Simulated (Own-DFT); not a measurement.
# What random displacements cost in monoclinic HfO2, 96 atoms (Hf32O64)

These are calculations, not measurements. The program, named Own-DFT, is a retired in-house plane-wave density functional code that no person has reviewed. Each row is one single-point run on a periodic cell that was not relaxed, without spin or spin-orbit coupling.

Settings of every run: PBE; PseudoDojo norm-conserving scalar-relativistic files; cutoff 72 hartree; 2 x 2 x 2 k mesh centred on Gamma; Fermi-Dirac smearing of 0.1 eV.

Known limits, some of them of some rows only: some atoms lie very close together; hafnium file: forces about 75 meV/angstrom off all-electron values; oxygen file: force components 24 meV/angstrom off all-electron in a glass; forces on such cells passed a denser k mesh, each cell not checked; stress not checked against mesh or cutoff.

Cell vectors in Å: (10.234, 0.000, 0.000); (0.000, 10.350, 0.000); (-1.696, 0.000, 10.445). In each run every atom was moved at random and independently from its ideal site; u is the rms move along one axis. E is the free energy for each atom above the fitted value at u = 0, and F the rms of the force components.

| run | u (Å) | E (meV/atom) | F (eV/Å) | largest force (eV/Å) | P (GPa) |
|---|---|---|---|---|---|
| 1 | 0.0188 | 8.5 | 0.397 | 1.34 | 3.98 |
| 2 | 0.0199 | 10.0 | 0.455 | 1.71 | 4.04 |
| 3 | 0.0204 | ? | ? | ? | ? |
| 4 | 0.0468 | 53.3 | 1.008 | 3.44 | 5.57 |
| 5 | 0.0508 | 61.6 | 1.057 | 4.37 | 5.61 |
| 6 | 0.0804 | 144.0 | 1.587 | 6.40 | 8.88 |
| 7 | 0.0814 | 181.5 | 2.016 | 8.50 | 10.25 |
| 8 | 0.1236 | 478.9 | 4.129 | 24.03 | 19.94 |
| 9 | 0.1571 | 652.7 | 4.402 | 22.43 | 23.91 |

## Worked fit

For small independent moves the energy grows as E = (3/2) K u², with K the mean stiffness felt by one atom. The runs with u up to 0.11 Å give K = 16.4 ± 0.8 eV/Å², with residuals divided by u² + 0.0006 Å², since the noise grows with the moves. The scatter is 5.3 meV/atom at u = 0.05 Å. The forces follow F = G u with G = 21.9 eV/Å²; no force at u = 0 is resolved. G exceeds K because the moves of its neighbours add to the force on an atom, and stiffness differs between atoms. At u = 0.157 Å the parabola gives 606 meV/atom and the run 653. The pressure follows P = 3.57 + 910 u² GPa: at fixed volume, shortened bonds push harder than stretched ones pull.

## Withheld run

Question: what energy and rms force should run 3 give?

The fit gives 10 ± 2 meV/atom and about 0.45 eV/Å. The calculation gave 10.0 meV/atom and 0.439 eV/Å.
